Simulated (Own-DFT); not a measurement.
# Response to strain: C40 NbSi2, 36 atoms (Nb12Si24)

Calculated results; nothing here was measured. They come from Own-DFT, an in-house plane-wave density functional program, since retired, whose code no person has reviewed. Each row is one single-point run on a periodic cell that was not relaxed, without spin or spin-orbit coupling.

Settings of every run: PBEsol; PseudoDojo norm-conserving scalar-relativistic files, made for PBE; cutoff 42 hartree; 4 x 4 x 5 k mesh centred on Gamma; cold (Marzari-Vanderbilt) smearing of 0.2 eV.

Known limits: forces on such cells failed a check on a denser k mesh; stress not checked against mesh or cutoff.

Unstrained cell vectors in Å: (0.000, 8.324, 0.000); (-9.613, 0.000, 0.000); (0.000, 0.000, 6.586). The unstrained cell was taken from the Materials Project. The random moves and any unrelaxed bonds add to the pressure at no strain. Each run strains this cell uniformly, with the atoms carried along. Every atom was also moved at random, by a Gaussian of width 0.05 Å on each axis. Strain is the symmetric tensor, in per cent. Stress is positive in tension, and the pressure is minus a third of its trace.

```
run,e_xx (%),e_yy (%),e_zz (%),e_yz (%),e_xz (%),e_xy (%),s_xx (GPa),s_yy (GPa),s_zz (GPa),s_yz (GPa),s_xz (GPa),s_xy (GPa),P (GPa),E (meV/atom)
1,-0.73,0.62,0.15,0.18,1.84,-1.53,-1.00,3.70,0.48,1.12,5.67,-4.50,-1.06,14.4
2,1.21,1.23,-0.28,-1.70,1.96,-0.63,5.60,5.11,-0.50,-5.06,5.31,-1.79,-3.40,49.8
3,-0.93,-1.06,-1.21,0.90,-1.08,-1.80,-4.65,-4.35,-7.93,3.22,-2.48,-6.08,5.64,30.8
4,-1.03,-0.38,-1.83,1.29,0.56,1.07,-4.95,-1.92,-10.24,4.06,2.68,3.58,5.70,23.6
5,0.52,0.86,-0.05,0.94,-0.46,0.17,3.87,4.46,0.78,3.05,-1.27,0.77,-3.04,17.1
6,1.20,-0.99,-1.46,1.72,-1.24,-0.74,3.30,-2.11,-7.17,5.40,-3.67,-2.42,1.99,25.1
7,0.80,0.11,-0.79,-0.76,-0.48,0.45,3.57,2.15,-3.39,-2.07,-1.76,1.59,-0.78,16.5
8,0.41,-0.43,0.10,-1.90,0.82,1.33,2.40,0.46,-0.13,-6.00,3.38,3.86,-0.91,23.6
9,1.22,-0.39,1.73,-1.96,0.02,-1.94,6.29,1.88,7.57,-5.66,-0.07,-5.25,-5.25,32.3
10,-0.20,-1.06,-0.51,-0.61,-0.14,-0.26,-0.29,-2.77,-2.66,-1.67,-0.38,-1.35,1.91,0.0
11,-0.51,1.15,0.25,0.52,-1.44,0.50,0.41,5.87,1.35,2.29,-4.43,1.57,-2.54,12.4
12,1.36,1.64,1.74,1.23,-1.17,-1.05,8.22,8.70,8.76,3.63,-3.09,-2.94,-8.56,37.6
13,-1.83,1.44,-0.89,-1.56,-0.30,0.72,-5.11,4.80,-4.75,-5.39,-1.23,1.94,1.69,17.4
14,-1.09,1.19,1.74,-1.29,-0.09,-0.24,0.16,5.66,7.81,-3.41,-0.15,-0.96,-4.54,13.4
15,-1.51,0.35,-1.05,-0.85,-1.59,0.65,-4.75,0.44,-6.56,-2.39,-5.61,2.57,3.62,25.3
16,0.88,-0.42,1.39,0.57,-0.43,-1.92,?,?,?,?,?,?,?,?
```

E is the free energy for each atom above the lowest run shown.

## Worked fit

Each stress component was fitted by least squares to a constant and the strains of the runs shown, as fractions, with shears doubled. Shear strains stay in the fit of a normal stress only where such slopes are resolved. The slopes, in GPa:

| stress | at no strain | per e_xx | per e_yy | per e_zz | scatter |
|---|---|---|---|---|---|
| s_xx | 1.1 | 345 ± 11 | 71 ± 13 | 94 ± 12 | 0.41 |
| s_yy | 1.3 | 56 ± 14 | 341 ± 17 | 70 ± 15 | 0.53 |
| s_zz | -0.5 | 58 ± 14 | 63 ± 18 | 462 ± 15 | 0.53 |

Each shear stress against twice its own strain: yz 157 ± 5, xz 162 ± 6, xy 154 ± 7 GPa. These are stiffnesses along x, y and z of the frame in which the cell vectors are given, which need not be the crystal's axes. The atoms are held to the strained lattice; where symmetry lets them move under strain, relaxing them would lower some slopes. The table should be nearly symmetric about its diagonal, and what it lacks of that shows the noise. A ninth of its sum, 173 ± 6 GPa, estimates the bulk modulus near the mean pressure of these runs, -0.6 GPa.

## Withheld run

Question: what normal stresses and pressure should run 16 give?

The fit gives s_xx = 5.1, s_yy = 1.4, s_zz = 6.2 and P = -4.2 GPa. The calculation gave 4.52, 1.76, 6.16 and P = -4.14 GPa.
